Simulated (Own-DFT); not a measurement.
# Computed records: Al₃GaN₄ (wurtzite random alloy, strained, atoms displaced)

Computed with Own-DFT development build. A calculation, not a measurement: plane-wave PBE density functional theory by an unreviewed code, no spin, of a simulated periodic cell, stress positive in tension, free energy of the whole cell less one offset for each atom, forces on such cells passed a denser k mesh, this cell's mesh not checked; offsets are fitted by least squares, one for each functional and potential file, so energies compare only between cells with the same atoms and settings and are not formation energies; the far tail of each file's local potential was reset to the Coulomb form; each entry is a single point on an unrelaxed cell, so the pressure reflects the starting lattice, mostly measured values, from which strain is counted, and rises with the displacements; printed positions are rounded, which can move forces by about a meV/angstrom; the program is a retired in-house code; no spin-orbit coupling.

Common to all runs: functional PBE; potential files PseudoDojo norm-conserving, scalar-relativistic, standard set with the stringent files for Ga; wave cutoff 96 hartree; occupations Gaussian; smearing width 0.01 eV; k mesh 4 x 4 x 3 centred on Gamma.

```json
{"entry": 1, "formula": "Al3GaN4", "kind": "wurtzite random alloy, strained, atoms displaced", "structure": {"cell_angstrom": [[9.4172, 0.0, 0.0], [-4.7086, 8.1556, 0.0], [0.0, 0.0, 10.0655]], "atoms_fractional": [["Al", 0.10899, 0.22441, 0.99544], ["Al", 0.21845, 0.10959, 0.25648], ["N", 0.10992, 0.22447, 0.20035], ["N", 0.23101, 0.11327, 0.44268], ["Al", 0.10909, 0.22337, 0.49957], ["Al", 0.22263, 0.11625, 0.74718], ["N", 0.11167, 0.21865, 0.69085], ["N", 0.22472, 0.11623, 0.93863], ["Al", 0.11541, 0.56543, 0.00493], ["Ga", 0.21538, 0.44238, 0.24162], ["N", 0.11438, 0.5621, 0.18987], ["N", 0.22118, 0.44398, 0.43612], ["Ga", 0.10836, 0.5542, 0.49657], ["Al", 0.22937, 0.4441, 0.74573], ["N", 0.11, 0.55221, 0.70005], ["N", 0.21602, 0.45198, 0.94927], ["Al", 0.11484, 0.90503, 0.00138], ["Al", 0.22617, 0.79236, 0.24608], ["N", 0.11793, 0.89244, 0.19296], ["N", 0.2153, 0.78562, 0.4422], ["Al", 0.09937, 0.88672, 0.50393], ["Al", 0.21796, 0.7635, 0.74737], ["N", 0.11183, 0.88707, 0.69479], ["N", 0.22981, 0.77354, 0.94366], ["Al", 0.43989, 0.21743, 0.00182], ["Ga", 0.55758, 0.119, 0.25708], ["N", 0.44487, 0.21618, 0.18933], ["N", 0.55158, 0.10712, 0.44058], ["Al", 0.43974, 0.22521, 0.50196], ["Al", 0.55622, 0.10934, 0.74309], ["N", 0.44091, 0.22229, 0.69373], ["N", 0.56045, 0.10973, 0.94258], ["Ga", 0.44144, 0.55074, 0.99522], ["Al", 0.55348, 0.44327, 0.24761], ["N", 0.4482, 0.55574, 0.18981], ["N", 0.55383, 0.44096, 0.44552], ["Al", 0.44408, 0.55382, 0.4985], ["Al", 0.56481, 0.45609, 0.75022], ["N", 0.44119, 0.55032, 0.69119], ["N", 0.55338, 0.44714, 0.9345], ["Ga", 0.44319, 0.88783, 0.99815], ["Al", 0.55913, 0.78182, 0.25545], ["N", 0.44951, 0.89136, 0.19619], ["N", 0.55759, 0.77867, 0.44789], ["Al", 0.43854, 0.88668, 0.49905], ["Al", 0.55534, 0.77516, 0.75431], ["N", 0.4466, 0.89296, 0.69883], ["N", 0.56615, 0.78193, 0.94273], ["Al", 0.7662, 0.2158, 0.00027], ["Ga", 0.88472, 0.11623, 0.24459], ["N", 0.77156, 0.21751, 0.1895], ["N", 0.88659, 0.11135, 0.43845], ["Al", 0.77359, 0.21579, 0.49248], ["Ga", 0.89777, 0.12031, 0.75474], ["N", 0.77308, 0.21692, 0.69618], ["N", 0.89406, 0.12047, 0.94157], ["Al", 0.77283, 0.54445, 0.99304], ["Ga", 0.88547, 0.45191, 0.24416], ["N", 0.77547, 0.55131, 0.18698], ["N", 0.8917, 0.44707, 0.43925], ["Al", 0.76906, 0.54559, 0.5015], ["Al", 0.88728, 0.44556, 0.74683], ["N", 0.76991, 0.54316, 0.68837], ["N", 0.89743, 0.4447, 0.93781], ["Al", 0.77533, 0.88358, 0.99839], ["Al", 0.88074, 0.77485, 0.24907], ["N", 0.76422, 0.87703, 0.18913], ["N", 0.88255, 0.77877, 0.43665], ["Al", 0.78027, 0.89184, 0.49129], ["Ga", 0.88811, 0.781, 0.75622], ["N", 0.77977, 0.88894, 0.69319], ["N", 0.88426, 0.77637, 0.93803]]}, "results": {"free_energy_of_cell_above_offsets [eV]": "-24.181", "pressure [GPa]": 4.78, "stress_xx [GPa]": -7.6, "stress_yy [GPa]": -3.14, "stress_zz [GPa]": -3.59, "stress_yz [GPa]": 0.35, "stress_xz [GPa]": -0.83, "stress_xy [GPa]": -0.56, "force_element": ["Al", "Al", "N", "N", "Al", "Al", "N", "N", "Al", "Ga", "N", "N", "Ga", "Al", "N", "N", "Al", "Al", "N", "N", "Al", "Al", "N", "N", "Al", "Ga", "N", "N", "Al", "Al", "N", "N", "Ga", "Al", "N", "N", "Al", "Al", "N", "N", "Ga", "Al", "N", "N", "Al", "Al", "N", "N", "Al", "Ga", "N", "N", "Al", "Ga", "N", "N", "Al", "Ga", "N", "N", "Al", "Al", "N", "N", "Al", "Al", "N", "N", "Al", "Ga", "N", "N"], "force_x [eV/angstrom]": [0.262, 0.429, 1.089, -2.305, 0.388, 1.1, 0.549, -0.631, -0.603, 0.926, -0.887, 0.806, 0.562, -1.659, 0.345, 1.131, 0.664, 1.626, -2.59, 0.895, 0.843, -0.132, 0.396, -2.962, 0.994, 0.303, -2.294, -0.196, 1.444, -0.891, 0.6, -2.17, -0.444, -0.064, 0.052, -0.341, -0.366, -1.169, 0.55, 1.538, 1.356, -1.377, -0.408, -0.654, 0.067, 0.034, -0.064, -0.993, 1.979, 0.858, -0.197, 0.504, -0.194, -1.18, 0.026, -0.267, 0.382, 2.176, -2.173, -1.753, 0.7, 0.62, 0.829, -1.53, 0.281, 0.804, 1.716, 0.674, -0.569, 0.547, -1.117, 1.137], "force_y [eV/angstrom]": [0.791, 0.556, -1.96, -0.66, -0.092, -1.23, 1.572, 0.361, -1.036, 1.583, 1.085, -0.224, 0.892, -0.341, -1.164, -1.604, -2.395, -1.744, 0.506, -0.164, 0.379, 2.661, 0.272, 0.916, 0.57, -1.56, 1.503, 0.689, -0.566, 0.508, 0.578, 0.69, 1.183, -0.303, 0.317, 0.288, 0.217, -2.337, 1.11, -1.463, 0.298, -1.264, -0.593, -0.275, -0.032, 0.856, -1.795, -0.761, 1.451, -1.365, 1.57, 0.092, 0.829, -1.419, 1.425, -1.473, 1.048, -1.113, 1.292, -1.401, 1.177, -1.093, 1.356, -0.21, 1.25, 0.11, 1.222, -0.884, -0.14, -0.503, 0.079, -0.12], "force_z [eV/angstrom]": [1.192, -0.424, -2.275, 0.098, -0.44, 0.309, -0.914, 0.051, -0.345, 0.848, 0.074, 1.217, 0.606, 1.366, -1.38, -1.762, -0.289, 1.109, -0.943, -0.425, 0.087, 1.109, -0.464, -1.127, -0.755, -0.942, -0.187, 2.048, 0.914, 1.405, -0.438, -1.217, 1.03, 0.305, 0.787, -1.317, 0.07, -0.25, -0.405, 0.476, 0.979, -0.178, 0.156, -0.749, 0.757, -0.624, -1.435, -1.144, -0.105, 0.427, -0.955, 0.612, 1.454, -0.524, -1.917, 1.655, 0.37, 0.733, -0.795, 0.29, -0.262, 0.766, -0.296, 0.414, 0.461, -0.395, -0.377, 0.236, 1.944, -1.697, -1.313, 2.715]}}
{"entry": 2, "formula": "Al3GaN4", "kind": "wurtzite random alloy, strained, atoms displaced", "structure": {"cell_angstrom": [[9.4172, 0.0, 0.0], [-4.7086, 8.1556, 0.0], [0.0, 0.0, 10.0655]], "atoms_fractional": [["Al", 0.0954, 0.20407, 0.98616], ["Al", 0.22474, 0.11592, 0.25545], ["N", 0.10989, 0.23431, 0.18985], ["N", 0.22717, 0.11232, 0.44543], ["Al", 0.10523, 0.21969, 0.50037], ["Ga", 0.23243, 0.11606, 0.74859], ["N", 0.10614, 0.21816, 0.6959], ["N", 0.21885, 0.1053, 0.93644], ["Al", 0.11406, 0.55527, 0.99339], ["Al", 0.22228, 0.44335, 0.25813], ["N", 0.11061, 0.5612, 0.19904], ["N", 0.22202, 0.44312, 0.43945], ["Al", 0.10468, 0.5476, 0.49725], ["Ga", 0.23028, 0.45494, 0.73621], ["N", 0.09997, 0.54797, 0.68847], ["N", 0.22795, 0.43433, 0.93927], ["Ga", 0.11699, 0.8953, 0.00051], ["Al", 0.23122, 0.7862, 0.24583], ["N", 0.11573, 0.88978, 0.18807], ["N", 0.2254, 0.77901, 0.4407], ["Al", 0.12354, 0.89671, 0.50236], ["Al", 0.21864, 0.77087, 0.74595], ["N", 0.10004, 0.88797, 0.69307], ["N", 0.21478, 0.78542, 0.9394], ["Al", 0.45816, 0.22713, 0.00538], ["Al", 0.56227, 0.10961, 0.253], ["N", 0.44953, 0.22217, 0.19535], ["N", 0.54709, 0.10091, 0.44152], ["Ga", 0.44604, 0.2197, 0.50408], ["Al", 0.55848, 0.11403, 0.75864], ["N", 0.44413, 0.22213, 0.69133], ["N", 0.55253, 0.10129, 0.94316], ["Al", 0.44145, 0.55924, 0.00082], ["Al", 0.54724, 0.44116, 0.249], ["N", 0.45149, 0.56158, 0.19022], ["N", 0.55825, 0.44698, 0.43887], ["Al", 0.4432, 0.55122, 0.5003], ["Ga", 0.55675, 0.45095, 0.74913], ["N", 0.44277, 0.5602, 0.68793], ["N", 0.56049, 0.44181, 0.94453], ["Al", 0.43597, 0.88233, 0.00349], ["Al", 0.54848, 0.77954, 0.25325], ["N", 0.46147, 0.88428, 0.19586], ["N", 0.56229, 0.78372, 0.43845], ["Al", 0.45577, 0.89275, 0.51039], ["Al", 0.55923, 0.77561, 0.75651], ["N", 0.44558, 0.88147, 0.68679], ["N", 0.55999, 0.77635, 0.93615], ["Al", 0.77586, 0.21563, 0.00349], ["Al", 0.895, 0.10771, 0.25134], ["N", 0.78327, 0.22018, 0.19106], ["N", 0.88501, 0.10728, 0.44205], ["Al", 0.78239, 0.22489, 0.50509], ["Al", 0.87798, 0.11018, 0.75024], ["N", 0.77666, 0.228, 0.69141], ["N", 0.88887, 0.10286, 0.94733], ["Ga", 0.77694, 0.5555, 0.00072], ["Al", 0.8858, 0.43758, 0.24819], ["N", 0.77394, 0.55196, 0.18995], ["N", 0.88371, 0.43918, 0.44623], ["Al", 0.78123, 0.55601, 0.49943], ["Al", 0.8849, 0.4332, 0.7417], ["N", 0.78585, 0.55828, 0.70013], ["N", 0.88997, 0.45543, 0.93059], ["Ga", 0.78406, 0.89353, 0.99452], ["Al", 0.89613, 0.77538, 0.25083], ["N", 0.79144, 0.89808, 0.18554], ["N", 0.8868, 0.77592, 0.43486], ["Ga", 0.77045, 0.87318, 0.50131], ["Ga", 0.87987, 0.76457, 0.75214], ["N", 0.77805, 0.8835, 0.69681], ["N", 0.8894, 0.78074, 0.94685]]}, "results": {"free_energy_of_cell_above_offsets [eV]": "-21.978", "pressure [GPa]": 5.38, "stress_xx [GPa]": -4.93, "stress_yy [GPa]": -5.96, "stress_zz [GPa]": -5.26, "stress_yz [GPa]": -0.09, "stress_xz [GPa]": 0.0, "stress_xy [GPa]": 0.04, "force_element": ["Al", "Al", "N", "N", "Al", "Ga", "N", "N", "Al", "Al", "N", "N", "Al", "Ga", "N", "N", "Ga", "Al", "N", "N", "Al", "Al", "N", "N", "Al", "Al", "N", "N", "Ga", "Al", "N", "N", "Al", "Al", "N", "N", "Al", "Ga", "N", "N", "Al", "Al", "N", "N", "Al", "Al", "N", "N", "Al", "Al", "N", "N", "Al", "Al", "N", "N", "Ga", "Al", "N", "N", "Al", "Al", "N", "N", "Ga", "Al", "N", "N", "Ga", "Ga", "N", "N"], "force_x [eV/angstrom]": [3.082, -0.338, 1.603, -1.743, 0.557, -2.101, -0.922, 0.893, -0.4, -0.289, 0.7, 0.083, 0.172, -1.377, 0.424, -1.751, -1.943, -0.068, 0.277, 0.408, -1.035, -0.95, 2.604, 3.843, -1.745, -0.144, -0.163, 1.831, 0.364, -0.629, 2.232, 0.235, 1.295, 1.343, -1.169, -0.11, 0.123, 0.497, 1.862, -2.186, 1.061, 5.384, -5.27, -2.026, -0.959, -0.465, -0.371, -1.982, 0.327, -0.589, -0.613, 0.122, -0.728, 1.939, -0.061, -3.146, 0.472, -0.278, 0.445, 0.232, -0.502, -0.587, -0.431, 2.175, -0.511, -1.188, -0.54, 2.042, 0.897, 0.713, -1.67, 0.742], "force_y [eV/angstrom]": [2.995, -0.247, -1.528, 0.13, -0.449, -1.451, 0.416, 2.514, -0.442, 1.086, -0.409, -0.24, 1.605, -2.395, 1.195, 0.917, -0.508, -0.786, 0.909, -0.198, -1.547, 0.95, -0.267, -2.32, -0.828, -0.004, -0.676, 1.208, 0.725, -0.911, 0.521, 0.757, -0.878, 0.976, -0.544, 0.213, 0.993, -0.645, 1.077, -0.191, -0.15, -1.684, 2.555, -2.025, -1.213, 0.414, 0.802, -0.393, 1.07, 0.286, -0.186, 0.767, -1.458, -0.534, -2.726, 2.68, 0.948, 1.077, -0.284, 0.113, 0.322, 2.758, -3.131, -2.516, -2.509, 0.12, -1.53, -0.422, 1.828, 2.999, 0.946, -0.646], "force_z [eV/angstrom]": [1.864, -0.921, -0.155, -0.87, 0.584, 0.425, -1.293, 1.181, 0.785, -2.099, -1.159, 1.381, -0.333, 2.194, -0.79, -0.1, 0.252, 1.249, 1.82, 0.297, 0.176, -0.011, -1.228, -0.868, -0.245, 0.174, -0.38, -0.033, -0.792, -1.177, 0.604, 0.4, 0.286, 0.107, 0.346, 0.429, -0.79, 0.772, -1.004, -0.393, -0.328, 0.673, -2.445, 0.204, -2.333, -1.328, 2.62, 1.046, -0.236, 0.043, 0.046, 0.172, -1.205, 0.12, -0.113, -2.969, 0.391, 0.227, 1.578, -0.79, 0.197, 2.001, -3.134, 0.641, 1.943, -1.123, 1.636, 0.795, 0.558, 1.599, -0.235, -0.934]}}
{"entry": 3, "formula": "Al3GaN4", "kind": "wurtzite random alloy, strained, atoms displaced", "structure": {"cell_angstrom": [[9.4172, 0.0, 0.0], [-4.7086, 8.1556, 0.0], [0.0, 0.0, 10.0655]], "atoms_fractional": [["Ga", 0.10684, 0.21471, 0.99674], ["Al", 0.22692, 0.11449, 0.2554], ["N", 0.11103, 0.22756, 0.19254], ["N", 0.21902, 0.11425, 0.44036], ["Ga", 0.1081, 0.22412, 0.5038], ["Al", 0.21774, 0.10466, 0.74678], ["N", 0.11094, 0.22203, 0.69348], ["N", 0.21555, 0.10203, 0.93362], ["Al", 0.10841, 0.55195, 0.99496], ["Al", 0.21928, 0.44573, 0.25729], ["N", 0.12046, 0.55476, 0.18954], ["N", 0.21545, 0.44871, 0.43624], ["Al", 0.10823, 0.55142, 0.49739], ["Al", 0.22327, 0.43977, 0.74549], ["N", 0.11996, 0.56398, 0.68744], ["N", 0.21978, 0.44298, 0.93161], ["Al", 0.10714, 0.88407, 0.01313], ["Al", 0.22605, 0.78111, 0.25], ["N", 0.1125, 0.88455, 0.19216], ["N", 0.22218, 0.77365, 0.43975], ["Al", 0.10623, 0.88174, 0.49884], ["Ga", 0.20653, 0.77584, 0.74233], ["N", 0.11629, 0.89301, 0.68796], ["N", 0.21879, 0.76836, 0.94512], ["Al", 0.44162, 0.22158, 0.00595], ["Al", 0.56091, 0.11805, 0.24903], ["N", 0.44319, 0.22748, 0.19132], ["N", 0.55632, 0.11847, 0.44242], ["Al", 0.44706, 0.2205, 0.50317], ["Ga", 0.5536, 0.11316, 0.75052], ["N", 0.4427, 0.21951, 0.69077], ["N", 0.56237, 0.10775, 0.94216], ["Ga", 0.43564, 0.55179, 0.00051], ["Al", 0.55718, 0.44567, 0.24987], ["N", 0.43392, 0.56182, 0.18924], ["N", 0.55566, 0.44422, 0.43975], ["Al", 0.44079, 0.5576, 0.49333], ["Al", 0.55739, 0.44915, 0.75202], ["N", 0.44371, 0.56193, 0.68822], ["N", 0.54782, 0.43672, 0.94608], ["Al", 0.4475, 0.89504, 0.9996], ["Ga", 0.55288, 0.78356, 0.24882], ["N", 0.45886, 0.90103, 0.19375], ["N", 0.54999, 0.77219, 0.4385], ["Al", 0.42826, 0.88631, 0.5059], ["Ga", 0.56224, 0.78761, 0.75405], ["N", 0.44286, 0.89433, 0.68669], ["N", 0.55731, 0.77299, 0.938], ["Al", 0.77663, 0.22044, 0.99636], ["Al", 0.87953, 0.11066, 0.25981], ["N", 0.77309, 0.22299, 0.19186], ["N", 0.88708, 0.10182, 0.44018], ["Ga", 0.78063, 0.2212, 0.49792], ["Al", 0.88575, 0.11812, 0.74952], ["N", 0.77536, 0.22019, 0.69029], ["N", 0.8934, 0.10488, 0.94658], ["Ga", 0.78122, 0.55476, 0.99895], ["Al", 0.88568, 0.44903, 0.2481], ["N", 0.77948, 0.56518, 0.19297], ["N", 0.88767, 0.43893, 0.439], ["Al", 0.78233, 0.55629, 0.49408], ["Al", 0.88947, 0.44599, 0.74447], ["N", 0.77865, 0.54589, 0.68665], ["N", 0.88742, 0.43997, 0.94399], ["Al", 0.77978, 0.88776, 0.99517], ["Al", 0.88866, 0.78125, 0.24603], ["N", 0.78042, 0.89585, 0.18575], ["N", 0.88758, 0.77861, 0.44292], ["Al", 0.78354, 0.88891, 0.50731], ["Al", 0.88689, 0.77357, 0.75203], ["N", 0.77968, 0.88813, 0.68863], ["N", 0.8976, 0.78194, 0.94524]]}, "results": {"free_energy_of_cell_above_offsets [eV]": "-24.504", "pressure [GPa]": 4.57, "stress_xx [GPa]": -3.4, "stress_yy [GPa]": -4.75, "stress_zz [GPa]": -5.56, "stress_yz [GPa]": 0.19, "stress_xz [GPa]": -0.61, "stress_xy [GPa]": 0.48, "force_element": ["Ga", "Al", "N", "N", "Ga", "Al", "N", "N", "Al", "Al", "N", "N", "Al", "Al", "N", "N", "Al", "Al", "N", "N", "Al", "Ga", "N", "N", "Al", "Al", "N", "N", "Al", "Ga", "N", "N", "Ga", "Al", "N", "N", "Al", "Al", "N", "N", "Al", "Ga", "N", "N", "Al", "Ga", "N", "N", "Al", "Al", "N", "N", "Ga", "Al", "N", "N", "Ga", "Al", "N", "N", "Al", "Al", "N", "N", "Al", "Al", "N", "N", "Al", "Al", "N", "N"], "force_x [eV/angstrom]": [1.144, -1.37, 0.239, 1.551, 0.447, 0.339, -0.476, 1.568, 0.98, 0.405, -2.413, 1.177, -0.371, -0.115, -0.82, -0.945, 1.361, 0.991, -0.369, -1.567, 0.128, 3.142, -3.107, -0.356, -0.094, -0.878, 0.645, -0.168, -1.095, -0.019, -1.331, -1.521, 0.098, -1.267, 1.716, -0.055, 0.55, -0.631, 0.886, 0.855, 0.209, 1.71, -3.17, 0.045, 2.797, -1.254, -0.062, -0.332, 1.12, 1.299, 0.693, -0.515, -0.588, 1.444, 0.83, -3.106, -1.027, 1.41, 0.22, -0.109, -0.94, 1.145, -1.114, 0.61, -0.363, -0.554, 0.781, 0.585, -1.605, 0.359, 1.109, -0.879], "force_y [eV/angstrom]": [1.521, 0.088, -0.977, -1.079, 0.112, 1.185, -0.454, -0.239, -0.289, -0.561, 0.704, -0.309, 0.691, 1.412, -3.117, -0.395, 0.549, -0.75, 0.957, -0.006, 1.142, 0.412, -0.133, 1.682, -0.888, -0.17, -0.581, -1.636, 0.816, -0.324, 1.263, 0.75, 0.12, 0.853, -1.416, 0.039, -0.306, -0.739, -1.238, 0.337, -1.772, -0.704, 0.336, 1.616, 0.806, -1.01, -0.633, 1.603, -0.284, 0.272, 0.942, 0.103, -0.837, -1.138, 1.15, 0.083, -0.046, -0.239, -1.066, 1.766, -0.543, -0.558, 1.58, -0.266, -0.379, 0.85, -0.24, -0.364, -0.985, 0.354, 0.999, -0.424], "force_z [eV/angstrom]": [1.229, -0.699, 0.901, 0.508, -0.631, 0.498, 0.287, 1.061, 1.024, -1.956, -0.151, 1.449, 0.241, 0.381, -0.691, -0.063, -2.321, -0.412, 1.368, -0.278, -0.419, 2.45, -1.168, 0.001, -1.155, 0.806, 0.106, -0.78, -0.279, 0.183, -0.069, 0.456, 0.09, 0.03, 1.004, 0.02, 0.841, -0.383, -0.451, -1.265, 0.295, 0.504, -1.34, 1.447, -1.26, -1.298, 0.583, 1.423, 1.214, -2.403, -0.355, 0.622, 0.27, 0.775, 0.47, -2.278, 0.326, -0.299, 0.435, -0.496, 0.374, 0.818, 0.343, -1.485, 1.094, 0.776, 0.248, -0.643, -1.46, -0.172, 0.998, -1.289]}}
{"entry": 4, "formula": "Al3GaN4", "kind": "wurtzite random alloy, strained, atoms displaced", "structure": {"cell_angstrom": [[9.4172, 0.0, 0.0], [-4.7086, 8.1556, 0.0], [0.0, 0.0, 10.0655]], "atoms_fractional": [["Ga", 0.10467, 0.22521, 0.99466], ["Al", 0.22094, 0.11192, 0.24692], ["N", 0.11696, 0.21933, 0.19685], ["N", 0.21777, 0.11083, 0.44227], ["Al", 0.11799, 0.23244, 0.4981], ["Ga", 0.22593, 0.10598, 0.75191], ["N", 0.11062, 0.22144, 0.68888], ["N", 0.21376, 0.1094, 0.93997], ["Ga", 0.10385, 0.56172, 0.00045], ["Al", 0.22502, 0.44606, 0.24807], ["N", 0.10089, 0.54328, 0.19873], ["N", 0.22115, 0.44936, 0.447], ["Al", 0.10945, 0.55357, 0.50939], ["Al", 0.20679, 0.44095, 0.74582], ["N", 0.11249, 0.55521, 0.6885], ["N", 0.21033, 0.43867, 0.93827], ["Al", 0.11703, 0.8932, 0.99821], ["Ga", 0.23035, 0.77978, 0.24739], ["N", 0.11481, 0.89744, 0.19574], ["N", 0.21174, 0.7771, 0.44311], ["Al", 0.11308, 0.88604, 0.49414], ["Al", 0.22787, 0.77809, 0.75148], ["N", 0.11141, 0.88911, 0.68073], ["N", 0.23076, 0.77748, 0.93996], ["Ga", 0.44612, 0.23162, 0.99461], ["Al", 0.54628, 0.10894, 0.25069], ["N", 0.44298, 0.22142, 0.18325], ["N", 0.56341, 0.09806, 0.44198], ["Al", 0.44172, 0.2116, 0.50288], ["Al", 0.5645, 0.11954, 0.7536], ["N", 0.43946, 0.21349, 0.69676], ["N", 0.55619, 0.11176, 0.93968], ["Al", 0.45239, 0.55358, 0.99876], ["Ga", 0.54561, 0.44155, 0.24425], ["N", 0.4574, 0.56233, 0.19363], ["N", 0.5636, 0.45728, 0.44497], ["Ga", 0.44934, 0.55699, 0.49517], ["Al", 0.54739, 0.4459, 0.75643], ["N", 0.45142, 0.55407, 0.69673], ["N", 0.5563, 0.43923, 0.93367], ["Al", 0.44473, 0.89855, 0.00842], ["Al", 0.55844, 0.78114, 0.25591], ["N", 0.44192, 0.88668, 0.19531], ["N", 0.55418, 0.7849, 0.43919], ["Al", 0.45111, 0.89243, 0.50821], ["Al", 0.55076, 0.76958, 0.74511], ["N", 0.43411, 0.88001, 0.68621], ["N", 0.5692, 0.78984, 0.94107], ["Al", 0.78649, 0.23126, 0.00508], ["Al", 0.88354, 0.1103, 0.24552], ["N", 0.76953, 0.21637, 0.19037], ["N", 0.89329, 0.11968, 0.44028], ["Ga", 0.76504, 0.21529, 0.49201], ["Al", 0.89175, 0.11423, 0.75514], ["N", 0.78169, 0.22553, 0.69674], ["N", 0.88992, 0.11868, 0.93866], ["Al", 0.79167, 0.567, 0.99658], ["Al", 0.87633, 0.43884, 0.25022], ["N", 0.76899, 0.55281, 0.19688], ["N", 0.88301, 0.43818, 0.44257], ["Ga", 0.78101, 0.5551, 0.49651], ["Al", 0.88817, 0.44536, 0.74956], ["N", 0.76713, 0.5541, 0.68985], ["N", 0.88941, 0.44405, 0.94226], ["Al", 0.77698, 0.88223, 0.98962], ["Al", 0.88878, 0.77442, 0.2562], ["N", 0.77522, 0.88934, 0.18766], ["N", 0.89812, 0.7782, 0.43698], ["Al", 0.78017, 0.88602, 0.5021], ["Al", 0.88553, 0.78937, 0.74178], ["N", 0.77345, 0.88272, 0.69576], ["N", 0.89365, 0.77937, 0.94088]]}, "results": {"free_energy_of_cell_above_offsets [eV]": "-22.222", "pressure [GPa]": 5.6, "stress_xx [GPa]": -6.69, "stress_yy [GPa]": -5.52, "stress_zz [GPa]": -4.61, "stress_yz [GPa]": 0.69, "stress_xz [GPa]": -0.42, "stress_xy [GPa]": 0.25, "force_element": ["Ga", "Al", "N", "N", "Al", "Ga", "N", "N", "Ga", "Al", "N", "N", "Al", "Al", "N", "N", "Al", "Ga", "N", "N", "Al", "Al", "N", "N", "Ga", "Al", "N", "N", "Al", "Al", "N", "N", "Al", "Ga", "N", "N", "Ga", "Al", "N", "N", "Al", "Al", "N", "N", "Al", "Al", "N", "N", "Al", "Al", "N", "N", "Ga", "Al", "N", "N", "Al", "Al", "N", "N", "Ga", "Al", "N", "N", "Al", "Al", "N", "N", "Al", "Al", "N", "N"], "force_x [eV/angstrom]": [1.208, 0.607, -1.924, 1.279, -0.496, -1.775, -0.555, 0.954, 2.025, -0.099, -0.004, 0.196, -0.719, 2.663, -1.423, 1.535, -0.333, -2.497, -0.177, 2.907, -0.896, -1.595, -0.126, -1.125, 0.169, 0.894, -0.137, -5.376, -0.495, -0.332, 1.841, 0.636, -1.561, 1.839, -3.584, 0.124, -1.207, 1.984, -2.826, 0.175, 1.699, 0.407, 1.745, 1.259, -1.537, -0.487, 1.864, -2.385, -1.042, 1.158, -0.217, 0.865, 3.833, -0.193, -0.155, -1.078, -1.185, 0.766, 1.792, 1.218, 0.004, -0.784, 1.187, -1.487, 0.554, -0.446, 0.639, -1.693, -0.014, 3.206, -1.659, 0.394], "force_y [eV/angstrom]": [-0.586, 0.057, 1.16, 0.504, -1.429, -0.146, 0.185, -0.308, -0.78, -0.423, 0.622, 0.099, 0.566, -0.328, 0.556, 2.534, -0.229, -1.493, -1.512, -0.728, 1.264, -0.186, -1.409, 1.595, -2.463, -0.014, -0.98, -0.174, 1.029, -1.24, 1.782, 0.223, 0.991, -0.703, 0.594, -3.602, 0.48, -1.113, -0.047, 3.019, -0.703, 0.312, 1.192, 0.066, -1.829, 1.021, 1.339, -2.102, -1.497, -0.127, 0.544, -1.582, 2.084, -0.122, -0.383, -1.753, -1.585, 0.183, 0.85, 0.68, 0.408, 0.455, 0.466, 0.191, 1.951, 0.825, -0.196, 0.768, 1.053, -2.47, 2.015, 0.578], "force_z [eV/angstrom]": [1.641, 1.08, -0.614, -0.622, 0.331, -0.549, -0.057, 0.524, 1.117, 0.62, -0.756, -1.284, -2.403, 0.819, 1.342, -0.444, 0.809, 1.617, -1.577, 0.095, 0.63, -0.586, 1.31, -0.051, 0.189, -0.182, 1.602, -1.751, 0.187, -0.065, -1.374, 0.477, -0.291, 1.929, -1.468, -1.256, 1.446, -2.077, -0.545, 1.543, -1.112, -1.146, -0.961, 0.71, -1.272, 1.242, 1.463, -0.653, -0.699, 0.862, 0.19, -0.375, 2.334, -1.332, -0.285, 0.32, 0.774, 0.693, -1.807, -0.849, 1.092, -0.295, 1.31, -0.829, 1.948, -1.604, 0.091, 0.861, -0.667, 0.906, -1.322, -0.944]}}
```
